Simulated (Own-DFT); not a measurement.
# What a defect does to the pressure of its cell: D0_22 TiAl3

Calculated, not measured: single-point runs of Own-DFT, a retired in-house plane-wave DFT program that no person has reviewed, on unrelaxed cells, without spin or spin-orbit coupling.

Settings: PBE; PseudoDojo norm-conserving scalar-relativistic files; cutoff 42 hartree; 4 x 4 x 4 k mesh centred on Gamma; cold (Marzari-Vanderbilt) smearing of 0.2 eV.

Keep in mind: forces on such cells failed a check on a denser k mesh; stress not checked against mesh or cutoff.

All runs share one cell, with vectors in Å (-2.365, -6.981, 4.326); (-7.667, 3.491, 1.442); (-2.950, -3.488, -7.241) and a volume of 625.4 Å³. The atoms are randomly displaced, by u rms on each axis. The defect's site can differ from row to row.

| cell | formula | u (Å) | P (GPa) |
|---|---|---|---|
| no defect | Al30Ti10 | 0.0205 | 1.99 |
| no defect | Al30Ti10 | 0.0206 | 1.99 |
| no defect | Al30Ti10 | 0.0463 | 2.51 |
| two Al vacancies | Al28Ti10 | 0.0310 | 1.24 |
| two Al vacancies | Al28Ti10 | 0.0505 | 1.57 |
| two Al vacancies | Al28Ti10 | 0.0513 | 1.86 |
| one Ti vacancy | Al30Ti9 | 0.0291 | 1.98 |
| one Ti vacancy | Al30Ti9 | 0.0298 | 1.83 |
| one Ti vacancy | Al30Ti9 | 0.0499 | 2.24 |
| two Al on a Ti site each | Al32Ti8 | 0.0295 | ? |
| two Al on a Ti site each | Al32Ti8 | 0.0299 | 2.90 |
| two Al on a Ti site each | Al32Ti8 | 0.0473 | 3.31 |
| two Al on a Ti site each | Al32Ti8 | 0.0503 | 3.41 |
| two Ti on an Al site each | Al28Ti12 | 0.0275 | 3.10 |
| two Ti on an Al site each | Al28Ti12 | 0.0481 | 3.69 |
| two Ti on an Al site each | Al28Ti12 | 0.0505 | 3.57 |

## Working it out

P = P0 + c u² + a shift for each defect gives P0 = 1.88 GPa, c = 284 ± 32 GPa/Å² and a scatter of 0.10 GPa. The shifts, and each times the cell's volume:

- two Ti on an Al site each: 1.04 ± 0.08 GPa, 4.1 eV (2.0 eV for each of its 2 sites)
- two Al on a Ti site each: 0.79 ± 0.08 GPa, 3.1 eV (1.5 eV for each of its 2 sites)
- one Ti vacancy: -0.27 ± 0.08 GPa, -1.0 eV
- two Al vacancies: -0.91 ± 0.09 GPa, -3.5 eV (-1.8 eV for each of its 2 sites)

Positive is outwards. The product with the volume (160.2 GPa Å³ to the eV) is nearly free of the cell's size; divided by the bulk modulus at the cell's pressure it gives the volume that the defect adds. The atoms around the defects weren't relaxed, which would change these numbers.

## Withheld run

Q: what pressure belongs in the blank (two Al on a Ti site each, u = 0.0295 Å)?

The fit gives 2.92 ± 0.12 GPa. The hidden result is 2.89 GPa.
